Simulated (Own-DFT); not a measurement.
## Calculated data, GaN (wurtzite, strained, atoms displaced)

Computed with Own-DFT development build. A calculation, not a measurement: plane-wave PBE density functional theory by an unreviewed code, no spin, of a simulated periodic cell, stress positive in tension, free energy of the whole cell less one offset for each atom, forces on such cells passed a denser k mesh, this cell's mesh not checked; offsets are fitted by least squares, one for each functional and potential file, so energies compare only between cells with the same atoms and settings and are not formation energies; the far tail of each file's local potential was reset to the Coulomb form; each entry is a single point on an unrelaxed cell, so the pressure reflects the starting lattice, mostly measured values (interpolated for alloys), from which strain is counted, and rises with the displacements; printed positions are rounded, which can move forces by about a meV/angstrom; the program, named Own-DFT, is a retired in-house code; no spin-orbit coupling.

Settings shared by all entries: functional PBE; potential files PseudoDojo norm-conserving, scalar-relativistic, standard set with the stringent files for Ga; wave cutoff 96 hartree; occupations Gaussian; smearing width 0.01 eV; k mesh 3 x 4 x 3 centred on Gamma.

(1) GaN (wurtzite, strained, atoms displaced)

```
CELL_PARAMETERS angstrom
12.75600 0.00000 0.00000
-4.78350 8.28530 0.00000
0.00000 0.00000 10.29220
ATOMIC_POSITIONS crystal
Ga 0.07747 0.21860 0.00089
Ga 0.16961 0.11636 0.25504
N 0.07774 0.22224 0.18926
N 0.16722 0.10937 0.44021
Ga 0.08416 0.22956 0.50080
Ga 0.17078 0.11799 0.74966
N 0.08079 0.21360 0.68982
N 0.16287 0.10876 0.94028
Ga 0.08309 0.55901 0.99480
Ga 0.16777 0.45231 0.24355
N 0.07821 0.55685 0.18850
N 0.16382 0.44563 0.43949
Ga 0.07878 0.55166 0.50163
Ga 0.17274 0.44871 0.74959
N 0.09026 0.55449 0.69124
N 0.16709 0.43470 0.93920
Ga 0.08274 0.89536 0.00125
Ga 0.16807 0.77996 0.25562
N 0.08074 0.89503 0.19207
N 0.16608 0.78187 0.45376
Ga 0.08715 0.89176 0.49846
Ga 0.16781 0.77718 0.74812
N 0.08121 0.87771 0.69333
N 0.16112 0.77656 0.93835
Ga 0.33446 0.21874 0.00560
Ga 0.41606 0.10112 0.24606
N 0.33385 0.21819 0.18669
N 0.41376 0.09979 0.43484
Ga 0.33185 0.22616 0.49980
Ga 0.41558 0.11139 0.75109
N 0.33281 0.22373 0.68401
N 0.42405 0.11896 0.93830
Ga 0.33590 0.55921 0.00153
Ga 0.42116 0.44928 0.23942
N 0.34003 0.56212 0.18296
N 0.42381 0.45260 0.43311
Ga 0.32585 0.55586 0.50155
Ga 0.41660 0.44287 0.74887
N 0.32821 0.54694 0.69214
N 0.41574 0.44239 0.93856
Ga 0.33335 0.88209 0.00112
Ga 0.41482 0.78286 0.25038
N 0.32920 0.88577 0.18527
N 0.41333 0.77389 0.44101
Ga 0.33161 0.88645 0.50090
Ga 0.42034 0.78272 0.75163
N 0.33681 0.89472 0.68931
N 0.41654 0.77653 0.94448
Ga 0.58710 0.22439 0.00394
Ga 0.66620 0.11634 0.24780
N 0.58764 0.22592 0.17972
N 0.66253 0.11426 0.44056
Ga 0.58368 0.22761 0.49996
Ga 0.67179 0.10983 0.74266
N 0.58448 0.21758 0.68651
N 0.65859 0.10980 0.93748
Ga 0.58755 0.56530 0.00504
Ga 0.66801 0.44982 0.24938
N 0.58361 0.54828 0.19250
N 0.66405 0.44227 0.43960
Ga 0.57866 0.55900 0.50609
Ga 0.65801 0.44367 0.74829
N 0.58461 0.56445 0.68388
N 0.67259 0.45426 0.93822
Ga 0.58269 0.88650 0.00423
Ga 0.66846 0.77800 0.25630
N 0.59132 0.89689 0.18458
N 0.66723 0.78220 0.44238
Ga 0.59358 0.90495 0.49497
Ga 0.67023 0.77481 0.74658
N 0.58544 0.89242 0.68940
N 0.66307 0.77933 0.93846
Ga 0.82738 0.22320 0.00876
Ga 0.91700 0.11131 0.24614
N 0.83113 0.22244 0.18802
N 0.91965 0.12142 0.43392
Ga 0.83011 0.22084 0.49493
Ga 0.92394 0.10805 0.74576
N 0.83932 0.22726 0.68756
N 0.91477 0.11001 0.93886
Ga 0.83254 0.55397 0.00461
Ga 0.91586 0.44071 0.25578
N 0.83176 0.55603 0.18429
N 0.91985 0.44759 0.44070
Ga 0.83386 0.55804 0.48668
Ga 0.91314 0.44774 0.75046
N 0.84122 0.55793 0.68634
N 0.91904 0.44053 0.93351
Ga 0.83300 0.87947 0.00584
Ga 0.91414 0.77575 0.24769
N 0.83777 0.88582 0.18909
N 0.91794 0.78720 0.43855
Ga 0.83502 0.88758 0.49478
Ga 0.91707 0.78147 0.75730
N 0.83534 0.88687 0.69313
N 0.91618 0.78193 0.93771
```

| Property | Result |
| --- | --- |
| free energy of cell above offsets | -6.142 eV |
| pressure | 7.98 GPa |
| stress xx | -7.31 GPa |
| stress yy | -6.42 GPa |
| stress zz | -10.21 GPa |
| stress yz | 0.3 GPa |
| stress xz | -0.09 GPa |
| stress xy | 0.29 GPa |

Force:
```tsv
element	x (eV/Å)	y (eV/Å)	z (eV/Å)
Ga	0.358	-0.046	-0.158
Ga	-0.603	-0.09	-0.846
N	1.46	0.825	0.191
N	-0.607	1.012	0.198
Ga	0.271	-1.051	-0.051
Ga	-0.019	-1.704	0.426
N	1.013	1.699	-0.886
N	0.744	0.948	-0.263
Ga	0.492	-0.95	0.195
Ga	0.223	-0.715	0.311
N	0.674	0.493	0.024
N	0.169	0.254	-0.937
Ga	0.725	0.906	0.977
Ga	-1.483	-1.65	1.065
N	-1.13	-0.09	-0.319
N	-0.506	1.55	0.234
Ga	0.316	-0.793	0.119
Ga	-1.293	-0.153	0.002
N	1.048	-0.503	0.044
N	0.678	-1.347	-2.204
Ga	-1.407	-0.04	1.491
Ga	0.256	-0.2	0.251
N	-0.525	1.9	-0.765
N	0.962	0.732	0.221
Ga	-0.512	0.123	-1.603
Ga	-0.182	1.58	0.402
N	-0.023	0.431	1.208
N	-0.264	1.559	0.065
Ga	1.054	0.025	-1.119
Ga	0.555	0.337	-0.073
N	0.636	0.118	0.616
N	-0.837	-1.153	0.348
Ga	-0.219	-1.27	-1.31
Ga	-0.652	-1.067	1.406
N	-0.82	-0.181	1.372
N	-1.679	-0.968	0.132
Ga	1.526	-0.098	-0.109
Ga	-0.145	0.257	0.568
N	1.602	1.801	-0.845
N	0.562	0.295	0.294
Ga	-1.229	1.002	-1.181
Ga	1.28	-0.367	0.261
N	0.307	-0.257	0.511
N	0.555	0.803	-0.46
Ga	0.578	0.199	0.567
Ga	-0.157	-0.368	-0.115
N	0.081	-0.78	0.31
N	0.166	0.154	-1.006
Ga	-0.62	0.742	-2.404
Ga	0.177	-0.285	0.276
N	-0.769	-0.077	2.772
N	0.678	1.084	-1.326
Ga	-0.816	-0.873	0.189
Ga	-0.199	0.817	1.372
N	-0.851	0.823	0.244
N	1.66	-0.23	-0.265
Ga	-0.08	-1.225	-0.937
Ga	0.592	-1.302	0.408
N	-0.379	2.022	-0.66
N	-0.122	1.093	-0.474
Ga	0.92	0.072	-1.882
Ga	2.172	-0.012	0.045
N	-0.144	-1.456	1.336
N	-0.935	-0.684	-0.079
Ga	-0.116	0.952	-1.38
Ga	-0.108	0.053	-0.859
N	-0.656	-0.896	1.942
N	0.307	-0.092	-0.251
Ga	-1.292	-2.393	1.241
Ga	-0.855	1.537	0.886
N	0.487	-0.923	-0.692
N	0.943	0	-0.072
Ga	0.685	-0.523	-2.792
Ga	-0.391	-0.233	0.278
N	0.256	0.096	1.429
N	-0.077	-1.181	0.396
Ga	0.431	0.479	1.12
Ga	-2.333	0.114	1.324
N	0.096	-0.767	-0.576
N	-0.64	-0.598	0.307
Ga	0.953	0.348	-2.06
Ga	-0.23	0.444	-1.023
N	0.584	-0.299	1.844
N	-1.008	-0.578	-0.58
Ga	-0.118	0.359	2.207
Ga	1.664	-0.578	-0.371
N	-2.521	0.521	-0.773
N	-1.063	0.286	1.486
Ga	-1.34	1.533	-1.287
Ga	1.153	0.166	0.582
N	-1.804	0.317	0.557
N	1.119	-1.212	-0.757
Ga	-0.66	1.313	1.265
Ga	0.86	-1.036	-1.517
N	-0.374	0.127	-1.394
N	0.757	-1.008	1.344
```

(2) GaN (wurtzite, strained, atoms displaced)

```
CELL_PARAMETERS angstrom
12.75600 0.00000 0.00000
-4.78350 8.28530 0.00000
0.00000 0.00000 10.29220
ATOMIC_POSITIONS crystal
Ga 0.08139 0.21895 0.00384
Ga 0.15519 0.09863 0.24554
N 0.08491 0.22012 0.19112
N 0.16372 0.11172 0.43088
Ga 0.08864 0.23007 0.50196
Ga 0.16455 0.11214 0.75467
N 0.08029 0.22348 0.68301
N 0.16935 0.11131 0.93893
Ga 0.08672 0.56331 0.99898
Ga 0.16959 0.44432 0.25159
N 0.07946 0.55456 0.19182
N 0.17394 0.45793 0.44064
Ga 0.08550 0.55893 0.49400
Ga 0.16422 0.44082 0.75296
N 0.08199 0.55011 0.67900
N 0.17464 0.45199 0.93204
Ga 0.08471 0.88895 0.99736
Ga 0.15915 0.77133 0.24626
N 0.08940 0.89582 0.18898
N 0.16356 0.77120 0.43284
Ga 0.09013 0.89740 0.49453
Ga 0.16471 0.78010 0.75593
N 0.09067 0.88900 0.68612
N 0.15893 0.77379 0.93718
Ga 0.33286 0.22605 0.00042
Ga 0.42304 0.11377 0.24869
N 0.33628 0.22428 0.18669
N 0.42268 0.12812 0.43220
Ga 0.32367 0.21697 0.49928
Ga 0.41788 0.11231 0.74843
N 0.33750 0.22682 0.69060
N 0.41794 0.10875 0.92931
Ga 0.32987 0.55024 0.99896
Ga 0.42060 0.44315 0.24536
N 0.33039 0.55713 0.19341
N 0.41120 0.43485 0.42988
Ga 0.33946 0.55209 0.50595
Ga 0.41142 0.45176 0.74832
N 0.33019 0.55448 0.68928
N 0.42137 0.45337 0.93525
Ga 0.33812 0.88021 0.00293
Ga 0.42322 0.78379 0.24425
N 0.33604 0.88179 0.19095
N 0.41803 0.77856 0.43692
Ga 0.32654 0.88307 0.49493
Ga 0.40515 0.76612 0.75143
N 0.33105 0.88383 0.68855
N 0.41948 0.77631 0.94376
Ga 0.58340 0.22161 0.00077
Ga 0.65966 0.11238 0.24357
N 0.58216 0.21735 0.18539
N 0.66757 0.11315 0.45106
Ga 0.58058 0.21713 0.49804
Ga 0.66391 0.11106 0.75022
N 0.58336 0.22245 0.68703
N 0.66891 0.11026 0.93170
Ga 0.57903 0.55852 0.99858
Ga 0.66788 0.43709 0.24793
N 0.57879 0.55504 0.18855
N 0.67006 0.44311 0.44075
Ga 0.58198 0.55264 0.49192
Ga 0.66250 0.43963 0.75426
N 0.58323 0.55456 0.68322
N 0.67370 0.43711 0.93575
Ga 0.58887 0.89089 0.00197
Ga 0.66704 0.77234 0.24633
N 0.57596 0.88569 0.19004
N 0.66803 0.77464 0.43821
Ga 0.59416 0.89620 0.50641
Ga 0.66474 0.77658 0.75703
N 0.58508 0.89000 0.69843
N 0.67357 0.77582 0.94376
Ga 0.82823 0.21853 0.99469
Ga 0.90360 0.09913 0.24835
N 0.84001 0.22149 0.18748
N 0.90975 0.11263 0.44135
Ga 0.83591 0.22636 0.51293
Ga 0.91844 0.10354 0.75973
N 0.82975 0.21299 0.69006
N 0.91165 0.10569 0.94067
Ga 0.83076 0.56096 0.99801
Ga 0.91965 0.44829 0.25069
N 0.83304 0.55399 0.18853
N 0.91232 0.45343 0.43909
Ga 0.83264 0.54832 0.49789
Ga 0.91478 0.44148 0.75223
N 0.82218 0.55031 0.68493
N 0.92643 0.45537 0.93891
Ga 0.83114 0.88028 0.99480
Ga 0.90654 0.77518 0.25495
N 0.82648 0.87823 0.18727
N 0.91124 0.76917 0.43698
Ga 0.83805 0.88842 0.50169
Ga 0.91367 0.78111 0.74430
N 0.83383 0.88165 0.68616
N 0.91333 0.77265 0.93734
```

| Property | Result |
| --- | --- |
| free energy of cell above offsets | -4.536 eV |
| pressure | 8.53 GPa |
| stress xx | -7.91 GPa |
| stress yy | -6.88 GPa |
| stress zz | -10.82 GPa |
| stress yz | 0.06 GPa |
| stress xz | -0.33 GPa |
| stress xy | 0.41 GPa |

Force:
```tsv
element	x (eV/Å)	y (eV/Å)	z (eV/Å)
Ga	-0.085	0.56	-0.21
Ga	1.53	2.778	0.399
N	-1.432	0.02	-0.333
N	-0.3	0.048	0.756
Ga	-1.247	-0.123	-1.567
Ga	0.749	0.084	-1.306
N	0.719	-0.597	1.741
N	-0.987	0.087	0.242
Ga	0.446	-1.33	0.686
Ga	-0.584	-0.035	0.337
N	1.259	-0.241	-0.97
N	0.194	-1.583	-0.215
Ga	-0.696	-0.82	0.595
Ga	-0.82	0.358	-1.715
N	-0.34	0.492	1.65
N	-1.549	-1.356	1.525
Ga	-0.782	-0.057	0.594
Ga	1.327	0.948	0.133
N	-1.23	-2.733	-1.073
N	-0.558	1.567	0.035
Ga	-0.657	-1.662	0.415
Ga	0.978	-1.171	-1.62
N	-1.97	0.665	-0.151
N	1.687	1.081	0.778
Ga	1.278	-0.22	-0.278
Ga	-1.967	-0.981	-0.24
N	-0.251	-0.828	-0.147
N	-0.876	-2.057	0.813
Ga	1.508	0.695	0.005
Ga	0.115	-0.405	-0.946
N	-1.31	-0.299	-0.375
N	-0.303	-0.057	2.262
Ga	0.894	0.957	1.393
Ga	-2.069	-0.381	0.328
N	1.195	-0.204	-1.344
N	0.322	0.687	1.318
Ga	-0.653	1.2	-1.865
Ga	2.404	-0.804	-0.204
N	-0.469	-0.405	-0.005
N	-0.671	-1.1	0.142
Ga	-1.653	1.341	-0.204
Ga	-1.681	-2.363	2.203
N	-1.751	1.098	-0.443
N	0.568	0.193	0.658
Ga	1.43	0.682	0.122
Ga	1.161	1.936	0.133
N	-0.478	0.444	-0.247
N	0.566	-0.546	-0.898
Ga	-0.148	-0.535	-1.308
Ga	2.864	-0.684	1.939
N	-0.265	1.1	-0.362
N	0.396	0.212	-2
Ga	0.099	0.938	0.768
Ga	-0.044	0.017	-0.964
N	-0.194	-0.305	0.133
N	-0.738	-0.296	1.749
Ga	1.658	-0.798	0.355
Ga	-0.642	0.904	0.738
N	1.832	-0.179	-0.711
N	-1.008	-0.509	-1.271
Ga	0.168	-0.427	0.687
Ga	-0.409	0.211	-1.476
N	-0.787	0.192	0.893
N	-2.13	0.391	1.068
Ga	-0.438	-0.167	-0.492
Ga	-1.521	0.277	1.178
N	3.273	1.501	-1.013
N	-0.013	0.498	-0.315
Ga	-1.17	-1.286	-0.254
Ga	0.326	-0.526	-1.432
N	-0.58	-0.928	-0.491
N	-1.976	-0.22	-0.528
Ga	0.886	1.553	0.724
Ga	1.597	0.59	1.044
N	-2.514	0.384	-0.652
N	1.591	-0.165	-0.469
Ga	-0.495	0.358	-2.207
Ga	-0.923	0.298	-2.111
N	0.591	0.563	2.055
N	0.91	0.174	0.67
Ga	1.705	-0.938	0.518
Ga	-0.719	-1.087	0.143
N	-0.222	0.206	-0.405
N	3.244	-1.978	-0.681
Ga	-1.941	1.326	1.267
Ga	-0.179	0.494	-0.839
N	1.777	0.599	0.739
N	-1.301	-1.496	0.094
Ga	1.097	1.114	1.181
Ga	1.746	-0.402	-0.66
N	0.317	1.094	-0.782
N	0.91	1.316	0.669
Ga	-0.891	0.08	-0.592
Ga	2.109	-1.81	0.28
N	-1.521	1.386	0.755
N	0.707	1.4	-0.535
```
